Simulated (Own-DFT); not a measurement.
# How strain changes the stress of zincblende GaAs, 64 atoms (As32Ga32)

These are calculations, not measurements. They come from Own-DFT, an in-house plane-wave density functional program, since retired, whose code no person has reviewed. Each row is one single-point run on a periodic cell that was not relaxed, without spin or spin-orbit coupling.

Settings of every run: PBE; PseudoDojo norm-conserving scalar-relativistic files; cutoff 42 hartree; 3 x 3 x 3 k mesh centred on Gamma; Fermi-Dirac smearing of 0.1 eV.

Known limits: forces not confirmed at this smearing and k mesh; stress not checked against mesh or cutoff.

Unstrained cell vectors in Å: (11.307, 0.000, 0.000); (0.000, 11.307, 0.000); (0.000, 0.000, 11.307). The unstrained cell has measured lattice constants (interpolated for alloys), not those of this functional. That, the random moves and any unrelaxed bonds set the pressure at no strain. Each run strains this cell uniformly, with the atoms carried along. Every atom was also moved at random, by a Gaussian of width 0.05 Å on each axis. Strain is the symmetric tensor, in per cent. Stress is positive in tension, and the pressure is minus a third of its trace.

```
run  e_xx (%)  e_yy (%)  e_zz (%)  e_yz (%)  e_xz (%)  e_xy (%)  s_xx (GPa)  s_yy (GPa)  s_zz (GPa)  s_yz (GPa)  s_xz (GPa)  s_xy (GPa)  P (GPa)  E (meV/atom)
  1      1.91      0.16     -1.30     -0.95      0.66     -0.36       -2.59       -3.58       -4.27       -1.21        1.19       -0.63     3.48          14.3
  2     -1.75      1.44      0.32     -1.16     -0.77     -1.10       -4.93       -3.17       -3.88       -2.12       -0.68       -1.15     4.00          19.9
  3     -0.46     -0.61      0.79      1.69      1.18     -1.30       -4.55       -4.62       -3.85        2.93        1.62       -2.03     4.34          22.6
  4      0.27     -0.93      1.53     -0.19      0.56     -0.84       -3.40       -4.03       -2.69       -0.64        0.56       -1.50     3.38          10.7
  5      1.98      0.31     -0.17     -0.45     -0.31     -0.21       -1.63       -2.56       -2.82       -0.76       -0.87       -0.18     2.34           0.0
  6      1.05     -0.73      1.39     -1.90      1.23     -1.08       -2.50       -3.50       -2.42       -2.28        1.94       -1.34     2.81          11.7
  7      1.58     -0.80     -1.20      0.97     -0.79      1.19       -3.66       -4.93       -5.27        2.11       -1.41        2.30     4.62          33.5
  8      0.64      0.84     -0.11     -0.25     -1.44     -0.65       -2.99       -2.72       -3.43       -0.66       -2.58       -0.75     3.04          12.9
  9     -1.40     -0.74      0.95     -0.48      0.29      0.24       -5.37       -5.05       -3.99       -0.46        1.06       -0.10     4.80          14.2
 10     -1.94      0.71     -0.10      0.82     -1.51      1.20       -6.35       -4.72       -5.17        1.25       -2.66        2.02     5.41          43.9
 11      1.42     -0.28      0.61      0.74     -0.50     -1.32       -2.27       -3.27       -2.68        1.33       -0.50       -1.90     2.74           7.9
 12     -0.79      1.79      1.20     -1.26     -0.67     -1.61       -3.37       -2.13       -2.40       -1.99       -0.61       -2.28     2.63          21.8
 13      0.37      0.48      1.24     -0.94     -1.22      1.96       -2.80       -2.70       -2.15       -1.34       -1.48        2.75     2.55           9.9
 14     -1.44      1.93      0.06     -0.21      0.88     -0.43       -4.40       -2.51       -3.71       -0.14        1.18       -0.84     3.54          11.9
 15      1.09     -1.34      1.91      0.37      0.12      0.70           ?           ?           ?           ?           ?           ?        ?             ?
```

E is the free energy for each atom above the lowest run shown.

## Worked fit

Each stress component was fitted by least squares to a constant and the strains of the runs shown, as fractions, with shears doubled. Shear strains stay in the fit of a normal stress only where such slopes are resolved. The slopes, in GPa:

```
stress  at no strain  per e_xx  per e_yy  per e_zz  scatter
  s_xx          -4.1   115 ± 4    60 ± 6    62 ± 6     0.18
  s_yy          -4.1    58 ± 4   113 ± 6    58 ± 6     0.17
  s_zz          -4.1    59 ± 4    56 ± 6   116 ± 6     0.17
```

Each shear stress against twice its own strain: yz 78 ± 5, xz 73 ± 8, xy 68 ± 5 GPa. These are stiffnesses along x, y and z of the frame in which the cell vectors are given, which need not be the crystal's axes. The atoms are held to the strained lattice; where symmetry lets them move under strain, relaxing them would lower some slopes. The table should be nearly symmetric about its diagonal, and what it lacks of that shows the noise. A ninth of its sum, 77 ± 3 GPa, estimates the bulk modulus near the mean pressure of these runs, 3.5 GPa, so it lies above the value at zero pressure.

## Withheld run

Question: what normal stresses and pressure should run 15 give?

The fit gives s_xx = -2.5, s_yy = -3.9, s_zz = -2.0 and P = 2.8 GPa. The calculation gave -2.48, -3.65, -1.85 and P = 2.66 GPa.
